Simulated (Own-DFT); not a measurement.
# Strain and stress in hcp Hf, 36 atoms (Hf36)

The numbers are computed, not measured, by runs of the plane-wave DFT program Own-DFT (in-house, retired, unreviewed) at fixed positions, with no spin and no spin-orbit coupling.

Method: PBE; PseudoDojo norm-conserving scalar-relativistic files; cutoff 42 hartree; 4 x 4 x 4 k mesh centred on Gamma; cold (Marzari-Vanderbilt) smearing of 0.2 eV.

Caveats: hafnium file: forces about 75 meV/angstrom off all-electron values; forces on such cells passed a denser k mesh, each cell not checked; stress not checked against mesh or cutoff.

Unstrained cell vectors in Å: (9.589, 0.000, 0.000); (-4.795, 8.304, 0.000); (0.000, 0.000, 10.102). The unstrained cell has measured lattice constants (interpolated for alloys), not those of this functional. That, the random moves and any unrelaxed bonds set the pressure at no strain. The cell is deformed uniformly in each run, and the atoms keep their fractional places. Random moves of width 0.05 Å per axis were added to every atom. Strains are tensor components in per cent; tension counts as positive stress, and P is minus the mean normal stress.

| run | e_xx (%) | e_yy (%) | e_zz (%) | e_yz (%) | e_xz (%) | e_xy (%) | s_xx (GPa) | s_yy (GPa) | s_zz (GPa) | s_yz (GPa) | s_xz (GPa) | s_xy (GPa) | P (GPa) | E (meV/atom) |
|---|---|---|---|---|---|---|---|---|---|---|---|---|---|---|
| 1 | -1.21 | -1.25 | -0.23 | 1.07 | 0.40 | -1.19 | -5.03 | -4.79 | -4.16 | 1.13 | 0.28 | -1.62 | 4.66 | 20.5 |
| 2 | 0.37 | -1.12 | -1.31 | -0.98 | 1.05 | 1.70 | -2.32 | -4.42 | -4.79 | -1.02 | 1.10 | 2.18 | 3.84 | 14.1 |
| 3 | -0.45 | 0.18 | -1.84 | -1.32 | -0.06 | -1.91 | -3.57 | -2.62 | -5.69 | -1.35 | -0.27 | -2.51 | 3.96 | 15.0 |
| 4 | 0.78 | -1.40 | -1.70 | -1.20 | 1.66 | 0.90 | -2.14 | -4.53 | -5.90 | -1.37 | 1.73 | 1.37 | 4.19 | 15.1 |
| 5 | 0.76 | 0.36 | -0.77 | 0.85 | -0.40 | -1.26 | 0.13 | -1.18 | -2.45 | 1.00 | -0.41 | -1.32 | 1.17 | 10.4 |
| 6 | -1.65 | -1.94 | 0.71 | -1.73 | -1.20 | 1.91 | -5.44 | -6.07 | -2.85 | -1.54 | -1.08 | 2.85 | 4.79 | 25.0 |
| 7 | 0.35 | 0.36 | 0.90 | -1.11 | 1.52 | -1.35 | 0.40 | 0.01 | 0.51 | -0.96 | 1.38 | -1.79 | -0.31 | 7.8 |
| 8 | 1.91 | -1.01 | -0.46 | 1.24 | 1.27 | 1.94 | 1.25 | -2.75 | -2.23 | 1.34 | 1.18 | 2.48 | 1.24 | 24.8 |
| 9 | 1.22 | -0.85 | 1.29 | -0.92 | -1.15 | 0.08 | 1.41 | -1.11 | 1.19 | -0.90 | -1.08 | -0.01 | -0.50 | 0.0 |
| 10 | -1.94 | 0.97 | 1.59 | -0.32 | 1.11 | 1.30 | -3.69 | 0.67 | 0.84 | -0.36 | 1.12 | 1.50 | 0.72 | 11.9 |
| 11 | -1.32 | 0.54 | -1.44 | 1.09 | 1.42 | -0.93 | -4.94 | -1.97 | -5.31 | 1.18 | 1.51 | -1.53 | 4.07 | 16.8 |
| 12 | -0.50 | 1.49 | 1.11 | -0.74 | -0.06 | -1.12 | -0.73 | 2.17 | 1.31 | -0.67 | -0.07 | -1.24 | -0.92 | 1.7 |
| 13 | -0.61 | 1.82 | -0.41 | -0.95 | -1.59 | 1.30 | -1.61 | 1.35 | -1.70 | -0.95 | -1.66 | 1.52 | 0.65 | 9.9 |
| 14 | 1.02 | -1.96 | -1.43 | 0.89 | -1.64 | -0.84 | -1.49 | -5.94 | -5.64 | 0.84 | -1.37 | -1.34 | 4.35 | 27.8 |
| 15 | 1.25 | 1.41 | 1.25 | -0.05 | -0.07 | -0.08 | 2.56 | 2.88 | 2.67 | -0.03 | -0.06 | 0.03 | -2.70 | 6.2 |
| 16 | -0.50 | -1.47 | -0.48 | 1.83 | 1.83 | 1.92 | -3.62 | -5.29 | -4.36 | 1.71 | 1.58 | 2.69 | 4.42 | 25.8 |
| 17 | -0.77 | 1.62 | -1.44 | 1.94 | 1.46 | -1.66 | -2.78 | 0.14 | -4.08 | 1.99 | 1.73 | -1.54 | 2.24 | 17.3 |
| 18 | 1.73 | -1.37 | 0.43 | 1.54 | 0.76 | -0.02 | ? | ? | ? | ? | ? | ? | ? | ? |

E is the free energy for each atom above the lowest run shown.

## Analysis

Least squares on the runs shown: each stress against a constant and the strains, taken as fractions with shears doubled. Shear strains stay in the fit of a normal stress only where such slopes are resolved. The slopes, in GPa:

```
stress  at no strain  per e_xx  per e_yy  per e_zz  scatter
  s_xx          -1.4   201 ± 5    65 ± 4    69 ± 4     0.20
  s_yy          -1.5    59 ± 6   199 ± 5    73 ± 6     0.26
  s_zz          -1.8    70 ± 3    76 ± 2   206 ± 3     0.12
```

The slope of each shear stress on twice its own strain, from a fit on all six strains: yz 50 ± 1, xz 48 ± 2, xy 65 ± 3 GPa. These are stiffnesses along x, y and z of the frame in which the cell vectors are given, with the crystal's c axis along z: C11, C12, C13 and C33. Hexagonal symmetry asks that xx and yy behave alike, which is a second check on the noise. No internal relaxation is included, and where it is allowed it would reduce some of the slopes. Slopes across the diagonal should nearly agree, so their difference gauges the noise. A ninth of the table's sum, 113 ± 1 GPa, estimates the bulk modulus near the mean pressure of these runs, 2.1 GPa, so it lies above the value at zero pressure.

## Test on the hidden row

The question: what normal stresses and pressure should run 18 give?

Estimate: s_xx = 1.4, s_yy = -2.8, s_zz = -0.7 and P = 0.7 GPa. DFT gave 1.64, -2.99, -0.69 and P = 0.68 GPa.
